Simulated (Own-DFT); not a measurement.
Simulation results for GaP (zincblende, atoms displaced)

A calculation, not a measurement: plane-wave PBE density functional theory by an unreviewed code, no spin, of a simulated periodic cell, stress positive in tension, free energy of the whole cell less one offset for each atom, forces on such cells passed a denser k mesh, this cell's mesh not checked; offsets are fitted by least squares, one for each functional and potential file, so energies compare only between cells with the same atoms and settings and are not formation energies; the far tail of each file's local potential was reset to the Coulomb form; each entry is a single point on an unrelaxed cell, so the pressure reflects the starting lattice, mostly measured values (interpolated for alloys), from which strain is counted, and rises with the displacements; printed positions are rounded, which can move forces by about a meV/angstrom; the program, named Own-DFT, is a retired in-house code; no spin-orbit coupling. Program: Own-DFT development build.

Common to all runs: functional PBE; potential files PseudoDojo norm-conserving, scalar-relativistic, standard set; wave cutoff 42 hartree; occupations Fermi-Dirac; smearing width 0.1 eV; k mesh 2 x 3 x 3 centred on Gamma.

(1) 
```xyz
96
Lattice="16.3515 0.0000 0.0000 0.0000 10.9010 0.0000 0.0000 0.0000 10.9010" Properties=species:S:1:pos:R:3:force_x:R:1:force_y:R:1:force_z:R:1 formula=GaP free_energy_of_cell_above_offsets=-20.270 pressure=7.78 stress_xx=-7.59 stress_yy=-8.38 stress_zz=-7.36 stress_yz=0.51 stress_xz=0.8 stress_xy=0.65
Ga     0.1002     0.0562    10.7412     -2.497      1.836      2.797
Ga     0.1841     2.6153     2.6679     -2.179      1.213      0.897
Ga     2.7409     0.0885     2.8738      1.447      0.697     -1.079
Ga     2.7503     2.6535    10.8208      -0.17       2.64     -0.613
P      1.6105     1.5498     1.3848     -1.812     -2.968     -0.343
P      1.3028     4.1957     3.9560      1.027      -0.31      1.465
P      4.0088     1.7786     4.0518      -1.03     -5.822      1.503
P      3.9476     4.1519     1.2228      1.876      0.312      0.128
Ga     0.0696    10.7937     5.3069     -3.289      1.879      3.474
Ga     0.0199     2.7122     8.1546     -0.727     -1.088     -0.957
Ga     2.6184     0.0081     8.3263      0.786     -0.087        0.1
Ga     2.8328     2.6936     5.5719     -1.862      1.903      0.331
P      1.4459     1.2843     6.7629     -0.621       0.42      0.503
P      1.3545     4.0111     9.3518     -0.191      -0.15      2.588
P      4.1081     1.2663     9.8387     -2.031      1.788     -5.277
P      4.3341     4.1093     6.7138     -5.382      1.424      0.758
Ga    16.2856     5.3561     0.1878      1.444      1.717     -2.059
Ga     0.1306     8.1117     2.7884       0.46      1.303     -1.094
Ga     2.9548     5.5118     2.8338     -2.336     -1.626     -1.967
Ga     2.9956     8.1767    10.7265     -3.882      1.655      2.331
P      1.5050     6.7681     1.4091      0.036      0.527     -0.519
P      1.4257     9.7862     4.1803      2.068     -4.564     -2.283
P      4.1010     6.6891     4.1621      2.176      2.433      1.746
P      4.0441     9.4829     1.2818      0.029      2.308      1.103
Ga     0.0565     5.4793     5.4804     -1.952     -1.203     -0.879
Ga     0.1021     8.3320     8.1265     -2.295      0.451      2.209
Ga     2.3715     5.6348     8.2702      2.048        0.4     -0.706
Ga     2.5781     7.9921     5.4638      1.266      1.447      -0.29
P      1.0669     6.9521     6.8179      2.334     -1.446     -0.312
P      1.2365     9.5653     9.6804      3.096     -2.378      -1.68
P      4.0455     6.7932     9.6570      1.867      -2.07      -4.08
P      4.1132     9.5324     6.9666     -0.661     -1.067     -0.367
Ga     5.4157     0.1546     0.0306      2.395     -3.714      1.879
Ga     5.2199     2.8171     2.8136      2.952       2.44     -3.402
Ga     8.0117     0.0250     2.7248       0.46     -1.089     -1.874
Ga     8.1463     2.7343    10.7962      0.215      0.056      0.915
P      6.7219     1.3226     1.4444      0.008      1.739      -0.26
P      6.6809     4.0115     4.2621      1.718      0.179     -1.426
P      9.4514     1.0629     3.9584      1.599      3.177      1.272
P      9.5780     4.0712     1.5508     -2.075      0.283     -0.643
Ga     5.5871    10.7667     5.7239     -0.705      0.968     -1.118
Ga     5.1215     2.6078     7.8659      0.494     -1.209      4.807
Ga     7.9675    10.7176     8.2489      0.122      1.477      1.079
Ga     8.2400     2.5287     5.5348     -0.003      0.968     -0.921
P      6.6863     1.4767     6.9533      2.522     -2.277     -0.519
P      6.6493     3.9987     9.4411      1.378     -1.444     -1.843
P      9.6213     1.3950     9.5385     -3.212     -1.651      0.878
P      9.5968     4.2658     6.7459      0.566     -3.514      -0.08
Ga     5.5936     5.4339    10.6402     -1.463       0.58      2.457
Ga     5.4226     8.3151     2.5986      1.055     -1.363      1.488
Ga     8.0061     5.5336     2.6749      1.845     -2.208      2.929
Ga     8.2346     8.0994     0.0868     -0.791      1.442      0.442
P      6.8704     6.6988     1.3235     -2.259      1.928     -1.272
P      7.1008     9.6833     4.3070     -5.734      2.731     -3.751
P      9.4386     6.9430     4.1237      0.546     -0.659     -0.014
P      9.5286     9.5666     1.4300     -1.087       1.43     -0.799
Ga     5.5911     5.4199     5.6750       1.57      2.505     -1.702
Ga     5.7149     8.2043     8.1771     -3.715     -3.485     -3.241
Ga     8.0324     5.2236     7.8506      1.614     -3.092      5.116
Ga     7.9881     8.3652     5.4347      4.671     -4.823      4.037
P      7.1675     6.7702     6.9909     -4.384      4.895     -3.488
P      6.6102     9.3035     9.5735        3.2      4.097      4.723
P      9.5474     6.9251     9.7131     -0.287     -1.251     -2.784
P      9.4582     9.5250     7.0753      0.495     -0.589     -2.117
Ga    10.9434     0.1277     0.0446     -1.394      0.425      1.208
Ga    10.9271     2.5809     2.5502     -0.268      0.506      2.039
Ga    13.6545    10.8116     2.5206      0.054      2.484      0.305
Ga    13.5910     3.0449     0.0396      1.833      -2.04      0.059
P     12.3211     1.5444     1.2276      1.192     -2.026      0.506
P     12.6348     4.1754     3.7725     -8.526     -8.052      6.477
P     15.0245     1.2849     4.0917      0.919     -0.657      -1.88
P     14.9179     4.1987     1.4015      0.643     -1.526      1.459
Ga    10.7340     0.0278     5.5235      1.188     -1.142      0.346
Ga    10.7348     2.7015     8.2637      0.652       1.25     -1.996
Ga    13.6098     0.4547     8.0061     -2.161     -4.231     -1.345
Ga    13.7427     2.6580     5.2580     -1.305      0.896      1.037
P     12.0890     1.5152     6.7948     -0.009      0.521     -1.911
P     12.0859     3.7883     9.6694     -1.069      4.095     -1.619
P     14.9326     1.2463     9.3510      2.748      2.943       3.73
P     14.8797     3.9455     6.8403      0.475      1.476     -0.372
Ga    10.5683     5.4584     0.0602      2.721     -0.609      0.428
Ga    10.8265     8.2895     2.7096      1.588     -0.937      0.709
Ga    13.6959     5.4402     2.9642      5.878      8.636     -5.974
Ga    13.6139     8.1235     0.3514      0.334      0.651      -8.21
P     12.3571     6.9510     1.2318     -5.821     -5.672      4.466
P     12.4837     9.6828     4.0105     -3.952      0.298      0.558
P     15.0656     6.9674     4.0574      -0.84     -1.202      1.718
P     14.7574     9.3176     1.3838      6.828      4.282      2.316
Ga    11.0034     5.4166     5.4777      0.756      1.122     -1.976
Ga    10.8833     7.9359     8.0730     -2.246       3.32      3.489
Ga    13.4780     5.5071     8.1718      1.475     -1.658      1.853
Ga    13.4671     8.2914     5.3320      1.786     -1.462        1.5
P     12.2245     6.8480     6.9561      1.735     -0.934     -3.934
P     11.9870     9.7443     9.6302      2.972     -2.405     -2.508
P     15.0022     6.9058     9.5762     -0.055     -0.569      0.109
P     14.9821     9.4264     6.8186     -0.884      2.117     -0.784
```

Units: free_energy_of_cell_above_offsets in eV; pressure, stress_xx, stress_yy, stress_zz, stress_yz, stress_xz, stress_xy in GPa; force_x, force_y, force_z in eV/Å.

(2) 
```xyz
96
Lattice="16.3515 0.0000 0.0000 0.0000 10.9010 0.0000 0.0000 0.0000 10.9010" Properties=species:S:1:pos:R:3:force_x:R:1:force_y:R:1:force_z:R:1 formula=GaP free_energy_of_cell_above_offsets=-24.974 pressure=6.93 stress_xx=-5.78 stress_yy=-7.94 stress_zz=-7.08 stress_yz=-0.77 stress_xz=0.92 stress_xy=-1.83
Ga    16.3353    10.8364    10.8206     -1.001      2.675      2.738
Ga    16.3131     2.7311     2.8457     -0.049     -0.973     -1.403
Ga     2.5711    10.6510     2.6607      2.734      1.274      -1.92
Ga     3.0271     2.8098     0.1193      -4.67          3      1.936
P      1.6667     1.3864     1.4707       -2.6      0.788     -1.159
P      1.0536     4.2598     4.0681      2.105      0.433      0.885
P      4.0861     1.4081     3.9482     -2.985     -2.776      2.739
P      4.2326     4.0260     1.4834      0.293      2.203      0.723
Ga    16.2740     0.0966     5.6457      0.472     -0.633     -1.934
Ga    16.2620     2.6173     8.0062      0.621      0.227      1.201
Ga     2.7596    10.8586     8.1263        0.3      0.829       0.68
Ga     2.8177     2.8597     5.3726     -0.653      0.337      0.417
P      1.4854     1.3246     6.7748     -0.396      1.245     -0.184
P      1.2900     4.0452     9.5422       1.39     -0.455     -0.594
P      4.0157     1.4836     9.8915       0.77     -4.824     -3.658
P      4.0848     4.0605     7.2213      0.569     -0.474     -2.719
Ga     0.2271     5.5540    10.8365     -1.555     -2.218     -0.019
Ga    16.2767     8.2564     2.7692       1.61      1.827      -1.02
Ga     2.5718     5.6534     2.6052      0.853     -1.148      0.955
Ga     2.7128     8.1635    10.8323     -2.728     -0.952     -1.052
P      1.1420     6.9034     1.3296      2.068      1.501      0.534
P      1.5011     9.5354     4.0304     -2.311     -2.237      3.466
P      4.2166     6.8750     4.1974     -1.105      -3.52     -0.018
P      4.0199     9.2372     1.1871      1.256      2.986      2.806
Ga    16.1098     5.6164     5.5940     -0.926      -0.23     -3.447
Ga     0.2394     8.3245     8.3693     -1.413     -1.919     -4.309
Ga     2.7630     5.7150     8.0101     -0.647     -0.764      1.762
Ga     3.0666     8.0434     5.6073     -2.511      1.362     -0.255
P      1.3005     6.7219     6.5460      2.204      3.043        2.6
P      1.2050     9.7630     9.4923      4.863     -0.114      0.266
P      4.1579     6.9155     9.6162     -0.498     -0.226     -2.122
P      4.1290     9.8248     6.5547     -0.357     -2.079      2.861
Ga     5.2807    10.8828     0.0529      1.353     -0.469      1.284
Ga     5.4578     2.4990     2.9348      3.219      2.939     -2.978
Ga     8.2785     0.1542     2.7179      0.271     -1.135     -0.918
Ga     8.4027     2.9729    10.7383     -1.421      -2.41      0.107
P      6.8780     1.3875     1.3899     -0.388      0.382     -0.841
P      6.9026     4.1479     3.9807     -1.814     -1.904      1.785
P      9.5956     1.1038     4.2502     -1.285      3.613     -1.209
P      9.5133     4.0835     1.3053      1.312     -0.055      2.361
Ga     5.5196     0.0715     5.3467       0.65      2.203      -0.33
Ga     5.3310     2.6067     8.6152      2.505      1.067     -2.451
Ga     8.3331    10.8590     8.0006     -3.065      1.141      1.638
Ga     8.0025     2.7965     5.5191      2.534      0.754     -1.253
P      6.9784     1.3795     6.7572     -2.966     -0.835      1.941
P      6.9260     4.1722     9.5607     -3.714     -1.939      1.927
P      9.3479     1.2893     9.4143      1.724      0.834      1.938
P      9.7750     3.9344     6.7900     -3.737     -2.549      3.303
Ga     5.4947     5.5767     0.0482     -0.723     -1.714     -0.197
Ga     5.2234     8.2114     2.9089      2.781      1.479     -2.235
Ga     8.1390     5.3942     2.7495      1.258      2.282     -1.849
Ga     8.0985     8.3017    10.7277      1.041      -0.66      1.644
P      6.6934     6.8589     1.3383       1.81      1.323      1.632
P      6.8703     9.7298     4.0693     -1.504     -0.345     -2.341
P      9.5428     6.8224     4.1457     -1.105       1.06     -1.143
P      9.7654     9.6273     1.3723     -3.872     -3.368      2.649
Ga     5.5040     5.3055     5.4783     -0.036      0.527      1.242
Ga     5.6980     8.2234     8.1054     -3.485      2.263      1.836
Ga     8.1193     5.3455     8.3871      2.705       2.48     -3.853
Ga     7.9112     8.3417     5.3388      1.616     -2.284      1.313
P      6.7971     6.9286     6.9611      1.948      -3.51     -3.312
P      6.6642     9.6060     9.5926      0.823      1.576     -1.037
P      9.4990     6.9171     9.3320     -0.642     -1.883      2.608
P      9.2998     9.4336     6.8608      3.175     -1.594     -2.259
Ga    10.7560    10.8003     0.0495      2.706      3.247     -2.787
Ga    11.0421     2.5685     2.8438     -1.311     -0.493     -0.618
Ga    13.6780     0.0389     2.6322     -2.141     -0.033      0.182
Ga    13.9479     2.8302    10.6313     -3.371      1.815      2.218
P     12.2552     1.3131     1.3866       0.19      0.595     -1.819
P     12.2141     4.0277     4.0399      0.171      0.649      2.019
P     14.8698     1.2418     4.0008      1.799      1.391      2.176
P     14.9074     4.0851     1.3563      2.594     -0.377     -1.406
Ga    10.8943     0.1289     5.6198     -1.224     -4.678     -2.157
Ga    10.9514     2.5784     8.2960      -1.87     -0.616      -0.51
Ga    13.7164     0.0434     8.2964     -2.701     -2.941     -3.834
Ga    13.7007     2.6219     5.5319     -1.819      -0.28     -0.856
P     11.9720     1.1304     7.0064      5.216      2.074      1.486
P     12.1817     3.9736     9.3563      2.042      2.024      2.082
P     14.7472     1.2318     9.5686      5.131      1.166      0.415
P     14.9592     4.1320     6.7384      0.033     -1.597      0.805
Ga    10.9102     5.3427     0.0484     -1.195     -0.463     -2.331
Ga    11.1635     8.0789     2.6543     -1.504      0.796      1.064
Ga    13.7909     5.1927     2.8439     -1.867      1.869      0.128
Ga    13.6185     8.1902    10.7368      0.581     -0.402       1.08
P     12.0479     6.7657     1.1434      3.781      0.397      0.734
P     12.3623     9.5645     3.9866     -0.653      0.375      1.229
P     14.8375     7.0868     3.8247     -0.853     -2.656      2.467
P     14.9802     9.7273     1.4171      0.881     -2.384      -1.73
Ga    10.4525     5.3327     5.5263      3.884      2.966     -2.882
Ga    10.8276     8.1640     8.1767      2.258      0.975     -1.637
Ga    13.5612     5.3766     7.9704     -0.342       1.14      1.092
Ga    13.6453     8.2904     5.4724      0.027      0.521     -1.388
P     12.4399     6.7486     6.4635     -2.491     -0.687       1.93
P     12.3223     9.6439     9.5459     -1.458     -0.985     -0.451
P     15.3965     6.9794     9.5767     -3.631     -1.269     -0.112
P     15.0128     9.4966     6.8052      0.468      0.399      1.655
```

Units: free_energy_of_cell_above_offsets in eV; pressure, stress_xx, stress_yy, stress_zz, stress_yz, stress_xz, stress_xy in GPa; force_x, force_y, force_z in eV/Å.

(3) 
```xyz
96
Lattice="16.3515 0.0000 0.0000 0.0000 10.9010 0.0000 0.0000 0.0000 10.9010" Properties=species:S:1:pos:R:3:force_x:R:1:force_y:R:1:force_z:R:1 formula=GaP free_energy_of_cell_above_offsets=-24.504 pressure=6.92 stress_xx=-7.3 stress_yy=-6.62 stress_zz=-6.85 stress_yz=-0.18 stress_xz=1.43 stress_xy=-0.59
Ga     0.1227     0.1501     0.1818     -2.667     -2.075     -2.666
Ga    16.2488     2.9092     2.7701        2.1     -2.925      2.301
Ga     2.5495    10.8308     2.8704      1.636      0.459     -0.373
Ga     2.6278     2.8798     0.2225      0.815      -0.29      -0.86
P      1.4092     1.2481     1.4232       0.55      3.046       1.74
P      1.3714     4.1331     4.0774     -1.167      -0.37      1.421
P      4.1750     1.4062     3.8739     -2.761     -1.764      3.746
P      4.1139     4.1424     1.6523       1.06     -1.254     -3.259
Ga     0.0014    10.8506     5.3014      0.653      -0.07      1.511
Ga    16.2974     2.7743     8.3870      4.612      5.386     -3.202
Ga     2.6361     0.0517     8.1380      1.254      1.529     -0.943
Ga     2.5914     2.8281     5.7946      1.219       0.86     -2.407
P      1.2644     1.5616     6.9910     -0.543      -1.93     -1.268
P      1.5986     4.3311     9.4144     -4.822      -4.28      4.036
P      3.9251     1.4436     9.5335        1.2     -0.228      0.762
P      4.0618     4.4320     6.6222     -1.874      -3.82      3.503
Ga     0.0955     5.3513     0.1410      0.746       1.38     -0.811
Ga    16.2297     8.0869     2.6081      -0.23      0.289      1.436
Ga     2.8538     5.3414     2.8686     -2.151      1.537        0.4
Ga     2.7812     7.7966     0.1920      2.301      3.501     -3.079
P      1.5121     6.9473     1.5456     -2.849     -3.857      1.651
P      1.3878     9.3646     4.0776     -2.997      1.339     -0.913
P      4.0564     6.5187     4.3135     -1.171      3.878     -2.731
P      3.9550     9.3428     1.6777     -0.483      1.469     -2.964
Ga    16.0999     5.4914     5.5273      1.919      0.553     -0.463
Ga     0.1762     8.2259     8.1109     -3.263      3.074      4.522
Ga     2.8121     5.4380     8.2888        0.1      1.379     -6.117
Ga     2.8759     8.2864     5.1277      0.568     -1.755      2.543
P      1.2071     7.1885     6.7736      3.525     -4.691     -4.007
P      1.3474     9.8698     9.4129     -1.563     -3.211      2.576
P      3.9873     6.6494     9.4269      2.561        3.3      2.964
P      3.8833     9.6405     6.6982      1.188      0.146      0.157
Ga     5.5502     0.0277     0.0900     -2.934      -2.93     -2.475
Ga     5.4555     2.5864     2.7082      0.903      3.168      0.693
Ga     8.2462    10.8265     2.5908     -1.405      0.454      1.211
Ga     8.3070     2.4438     0.0502     -4.629      3.723       3.54
P      6.5050     1.3924     1.3170      5.004      0.217      0.095
P      7.0119     4.0313     3.8675     -2.999     -2.049      2.952
P      9.6587     1.5127     4.0589     -3.636     -3.007      2.313
P      9.5212     3.9144     1.4270      0.758      0.441      -0.72
Ga     5.4784     0.0606     5.4404     -1.426      0.484      0.106
Ga     5.6017     2.5996     8.2958     -1.893     -0.005     -0.906
Ga     8.0828     0.0767     8.2952      1.181     -0.861      1.152
Ga     8.1519     2.7171     5.5680     -0.278     -0.162     -1.341
P      6.8597     1.2332     6.8709     -0.784      1.522     -0.877
P      6.7441     4.1079     9.4349       1.31     -0.596      1.522
P      9.5117     1.5421     9.6673      2.748     -4.362     -3.196
P      9.3431     4.1910     6.8323      1.502     -0.726     -0.723
Ga     5.3322     5.2821    10.7901      0.337      0.808      1.355
Ga     5.3301     8.0450     2.7008     -1.268      0.545      3.531
Ga     8.0597     5.3178     2.5375      1.625       1.15     -0.757
Ga     8.2049     8.2220     0.1316     -3.394     -2.348      -2.01
P      6.7396     6.9285     1.6703      1.889     -1.986      -4.11
P      6.5362     9.5109     4.1648        2.5     -0.814     -1.202
P      9.2939     6.4051     4.2219      1.291      2.344     -0.466
P      9.4676     9.2917     1.3329      3.248       3.13       2.99
Ga     5.3997     5.3710     5.3718      5.796     -0.393     -0.515
Ga     5.1659     8.1494     8.0354      1.501      0.055     -0.043
Ga     8.1568     5.4115     8.2045     -0.944      2.073          1
Ga     8.0668     8.1720     5.5076      0.757      1.076     -0.898
P      6.8477     6.7762     6.6940      -1.78     -0.646      1.724
P      6.8331     9.4363     9.5550     -1.194       0.31      0.021
P      9.4121     6.7556     9.7766      1.061     -0.537     -1.628
P      9.4255     9.6864     6.8933      0.621     -0.993     -1.011
Ga    10.8547     0.0621     0.2421     -0.359     -0.321     -0.762
Ga    10.9168     2.5157     2.8025      2.226      3.607     -1.815
Ga    13.4910     0.1945     2.8897     -0.328     -1.583     -3.413
Ga    13.7620     2.7348     0.1668      -1.73     -1.352     -3.482
P     12.3336     1.4357     1.3962     -0.354     -0.331     -0.273
P     12.4229     3.9618     4.1693     -2.213      1.426     -2.242
P     14.8743     1.1554     4.0758      2.635      3.495      1.593
P     15.1216     3.8682     1.2983     -0.534      3.544      0.213
Ga    10.8684     0.0110     5.3258      0.531      0.033      1.533
Ga    10.5565     2.7563     8.0754      2.067      0.539      0.994
Ga    13.8738    10.8034     7.9905     -4.521      3.593      4.195
Ga    13.5248     2.6249     5.4028      0.585     -2.106      2.034
P     12.1764     1.4235     7.1233      0.261     -0.887     -2.399
P     12.4567     4.0623     9.5706     -1.121       0.19     -0.679
P     14.9868     1.6033     9.1818     -4.659     -4.971       5.74
P     14.8603     4.0008     6.6616      1.278      -0.26      1.196
Ga    11.0013     5.3309     0.0112     -0.304     -0.018      0.158
Ga    10.8827     8.1053     3.0009     -0.887     -1.528     -0.899
Ga    13.5832     5.4209     2.6235      0.609     -1.301      0.704
Ga    13.7283     8.0527    10.9002      -1.36      1.262      0.324
P     12.3100     6.7552     1.4263     -1.384      0.798      -0.57
P     12.2914     9.6386     3.8899     -1.204     -1.743      2.977
P     14.8218     6.7271     4.0677      0.725      0.942     -0.178
P     14.8680     9.5164     1.5058      0.351      1.221     -1.261
Ga    10.9327     5.2880     5.4686     -0.233     -0.147     -0.577
Ga    10.8280     8.1921     8.1651     -0.575      0.529      1.197
Ga    13.7635     5.4848     7.9893     -1.253      0.201      1.154
Ga    13.5930     8.1539     5.5573     -0.355      0.565     -1.226
P     12.0700     6.8410     6.7068      1.022     -0.103      1.156
P     12.1084     9.6563     9.7290      1.907      -1.28     -1.513
P     15.0386     6.7520     9.6033      1.079     -0.016     -1.103
P     14.9371     9.6016     6.8253      3.164     -3.688     -3.307
```

Units: free_energy_of_cell_above_offsets in eV; pressure, stress_xx, stress_yy, stress_zz, stress_yz, stress_xz, stress_xy in GPa; force_x, force_y, force_z in eV/Å.
